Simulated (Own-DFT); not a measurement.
# How strain changes the stress of wurtzite AlN, 72 atoms (Al36N36)

All numbers below are calculated, not measured. The program, named Own-DFT, is a retired in-house plane-wave density functional code that no person has reviewed. Each row is one single-point run on a periodic cell that was not relaxed, without spin or spin-orbit coupling.

Settings of every run: PBE; PseudoDojo norm-conserving scalar-relativistic files; cutoff 42 hartree; 4 x 4 x 3 k mesh centred on Gamma; Gaussian smearing of 0.01 eV.

Known limits: k mesh not checked against a denser one; stress not checked against mesh or cutoff.

Unstrained cell vectors in Å: (9.336, 0.000, 0.000); (-4.668, 8.085, 0.000); (0.000, 0.000, 9.964). The unstrained cell has measured lattice constants (interpolated for alloys), not those of this functional. That, the random moves and any unrelaxed bonds set the pressure at no strain. Each run strains this cell uniformly, with the atoms carried along. Every atom was also moved at random, by a Gaussian of width 0.05 Å on each axis. Strain is the symmetric tensor, in per cent. Stress is positive in tension, and the pressure is minus a third of its trace.

| run | e_xx (%) | e_yy (%) | e_zz (%) | s_xx (GPa) | s_yy (GPa) | s_zz (GPa) | P (GPa) | E (meV/atom) |
|---|---|---|---|---|---|---|---|---|
| 1 | 0.00 | 0.00 | -1.50 | -5.48 | -7.32 | -15.03 | 9.28 | 22.6 |
| 2 | 0.00 | 0.00 | 1.00 | -4.98 | -5.24 | 0.44 | 3.26 | 0.0 |
| 3 | 0.00 | 0.00 | -0.75 | -8.44 | -4.47 | -10.09 | 7.67 | 19.3 |
| 4 | 0.00 | 0.00 | -2.00 | -7.57 | -7.77 | -15.35 | 10.23 | 23.2 |
| 5 | 0.00 | 0.00 | 1.25 | -6.39 | -3.23 | -0.11 | 3.24 | 9.7 |
| 6 | 0.00 | 0.00 | 0.25 | -7.57 | -3.91 | -3.50 | 4.99 | 3.0 |
| 7 | 0.00 | 0.00 | -1.75 | -6.58 | -4.87 | -16.88 | 9.44 | 17.1 |
| 8 | 0.00 | 0.00 | -1.00 | -6.15 | -7.40 | -7.65 | 7.07 | 3.9 |
| 9 | 0.00 | 0.00 | -0.50 | ? | ? | ? | ? | ? |

E is the free energy for each atom above the lowest run shown.

## Worked fit

The change of volume is close to e_xx + e_yy + e_zz. A straight line through the runs shown gives P = 5.66 - 220 x (fractional change of volume) GPa, with an error of 13 on the slope and a scatter of 0.42 GPa. The strain isn't the same on all axes and the cell isn't cubic, so the slope belongs to this path and is not the bulk modulus.

## Withheld run

Question: what pressure should run 9 give? Its volume changes by -0.50 %.

The line gives 6.8 GPa. The calculation gave 6.61 GPa.
